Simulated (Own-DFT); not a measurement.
# Same atoms, different arrangement: Ga48P48, 96 atoms

Calculated, not measured: single-point runs of Own-DFT, a retired in-house plane-wave DFT program that no person has reviewed, on unrelaxed cells, without spin or spin-orbit coupling.

Method: PBE; PseudoDojo norm-conserving scalar-relativistic files; cutoff 42 hartree; 2 x 3 x 3 k mesh centred on Gamma; Fermi-Dirac smearing of 0.1 eV.

Caveats (not all hold for every row): not probed for a lower state with spin; forces on such cells failed a check on a denser k mesh; forces on such cells passed a denser k mesh, each cell not checked; stress not checked against mesh or cutoff.

All cells hold the same atoms in the same cell, with vectors in Å (16.352, 0.000, 0.000); (0.000, 10.901, 0.000); (0.000, 0.000, 10.901). Atoms are randomly off their ideal sites, by an rms of u per axis. The defect's site can differ from row to row. E is the free energy of the whole cell, counted from the lowest run. The arrangements:

- A: zincblende GaP
- B: zincblende GaP, with one Ga on a P site and one P on a Ga site, 2.4 Å apart

```
arrangement,u (Å),E (eV),P (GPa)
A,0.0199,0.000,2.71
A,0.0205,0.131,2.73
A,0.0206,0.111,2.72
A,0.0486,3.418,3.23
A,0.0511,3.801,3.27
A,0.0514,3.721,3.25
B,0.0299,3.954,2.93
B,0.0300,4.048,2.94
B,0.0307,3.915,2.92
B,0.0486,6.220,3.30
B,0.0494,6.861,3.39
B,0.0500,6.435,3.28
```

Asked: what order do the arrangements take when the shaking is discounted?

## Answer

Fit E = a + b u², with one b for all and one a for each arrangement, and with residuals divided by u², since the noise grows with the moves. Then b = 1675 eV/Å², the scatter at u = 0.04 Å is 0.16 eV, and against A:

- B: 3.06 ± 0.06 eV (higher)

None of the cells was relaxed. Relaxation would help the most distorted arrangements most, so expect smaller gaps, and small ones may flip.
